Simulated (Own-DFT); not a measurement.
# Same atoms, different arrangement: Ge32Si32, 64 atoms

All numbers below are calculated, not measured. They come from Own-DFT, an in-house plane-wave density functional program, since retired, whose code no person has reviewed. Each row is one single-point run on a periodic cell that was not relaxed, without spin or spin-orbit coupling.

Settings of every run: PBEsol; PseudoDojo norm-conserving scalar-relativistic files, made for PBE; cutoff 42 hartree; 3 x 3 x 3 k mesh centred on Gamma; Fermi-Dirac smearing of 0.1 eV.

Known limits, some of them of some rows only: not probed for a lower state with spin; forces on such cells passed a denser k mesh, each cell not checked; stress not checked against mesh or cutoff.

All cells hold the same atoms in the same cell, with vectors in Å (11.089, 0.000, 0.000); (0.000, 11.089, 0.000); (0.000, 0.000, 11.089). Every atom was moved at random from its ideal site; u is the rms move along one axis. The random placing of the alloy's atoms differs from row to row. E is the free energy of the cell above the lowest run. The arrangements:

- A: diamond-structure SiGe in clusters
- B: diamond-structure SiGe in ordered layers
- C: diamond-structure SiGe with randomly placed atoms

| arrangement | u (Å) | E (eV) | P (GPa) |
|---|---|---|---|
| A | 0.0285 | 0.001 | 0.62 |
| A | 0.0296 | 0.184 | 0.66 |
| A | 0.0336 | 0.562 | 0.74 |
| A | 0.0546 | 2.698 | 1.17 |
| A | 0.0615 | 3.892 | 1.40 |
| A | 0.0647 | 4.102 | 1.46 |
| B | 0.0277 | 0.212 | 0.66 |
| B | 0.0298 | 0.047 | 0.63 |
| B | 0.0315 | 0.308 | 0.66 |
| B | 0.0575 | 2.694 | 1.09 |
| B | 0.0618 | 4.854 | 1.64 |
| B | 0.0637 | 3.955 | 1.43 |
| C | 0.0297 | 0.000 | 0.52 |
| C | 0.0307 | 0.070 | 0.54 |
| C | 0.0321 | 0.233 | 0.54 |
| C | 0.0555 | 2.210 | 0.84 |
| C | 0.0611 | 3.659 | 1.32 |
| C | 0.0621 | 3.502 | 1.20 |

Question: once the cost of the random moves is taken out, how do the arrangements rank?

## Worked answer

Fit E = a + b u², with one b for all and one a for each arrangement, and with residuals divided by u², since the noise grows with the moves. Then b = 1219 eV/Å², the scatter at u = 0.04 Å is 0.20 eV, and against A:

- B: 0.05 ± 0.09 eV (not told apart from A)
- C: -0.16 ± 0.09 eV (not told apart from A)

These are energies of unrelaxed cells. Relaxing the atoms lowers the strained arrangements most, so the gaps would shrink and small ones could change sign.
